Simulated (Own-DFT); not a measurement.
# Energy and forces against displacement in grey tin, 64 atoms (Sn64)

Calculated results; nothing here was measured. They come from Own-DFT, an in-house plane-wave density functional program, since retired, whose code no person has reviewed. Each row is one single-point run on a periodic cell that was not relaxed, without spin or spin-orbit coupling.

Settings of every run: PBE; PseudoDojo norm-conserving scalar-relativistic files; cutoff 42 hartree; 3 x 3 x 3 k mesh centred on Gamma; cold (Marzari-Vanderbilt) smearing of 0.2 eV.

Known limits, some of them of some rows only: some atoms lie very close together; forces on such cells moved up to 12 meV/angstrom on a denser k mesh; stress not checked against mesh or cutoff.

Cell vectors in Å: (12.978, 0.000, 0.000); (0.000, 12.978, 0.000); (0.000, 0.000, 12.978). In each run every atom was moved at random and independently from its ideal site; u is the rms move along one axis. E is the free energy for each atom above the fitted value at u = 0, and F the rms of the force components.

```
run,u (Å),E (meV/atom),F (eV/Å),largest force (eV/Å),P (GPa)
1,0.0191,5.0,0.191,0.70,3.37
2,0.0197,6.2,0.220,0.67,3.38
3,0.0200,?,?,?,?
4,0.0442,24.9,0.458,1.50,3.55
5,0.0469,28.1,0.509,1.80,3.59
6,0.0489,30.3,0.532,2.11,3.60
7,0.0935,140.7,1.320,5.04,4.66
8,0.1145,161.4,1.257,5.63,4.79
9,0.1501,337.0,2.349,15.08,6.52
```

## Worked fit

For small independent moves the energy grows as E = (3/2) K u², with K the mean stiffness felt by one atom. The runs with u up to 0.11 Å give K = 9.3 ± 0.7 eV/Å², with residuals divided by u² + 0.0006 Å², since the noise grows with the moves. The scatter is 4.3 meV/atom at u = 0.05 Å. The forces follow F = G u with G = 11.3 eV/Å²; no force at u = 0 is resolved. G exceeds K because the moves of its neighbours add to the force on an atom, and stiffness differs between atoms. At u = 0.150 Å the parabola gives 313 meV/atom and the run 337. The pressure follows P = 3.28 + 156 u² GPa: at fixed volume, shortened bonds push harder than stretched ones pull.

## Withheld run

Question: what energy and rms force should run 3 give?

The fit gives 6 ± 1 meV/atom and about 0.23 eV/Å. The calculation gave 6.1 meV/atom and 0.215 eV/Å.
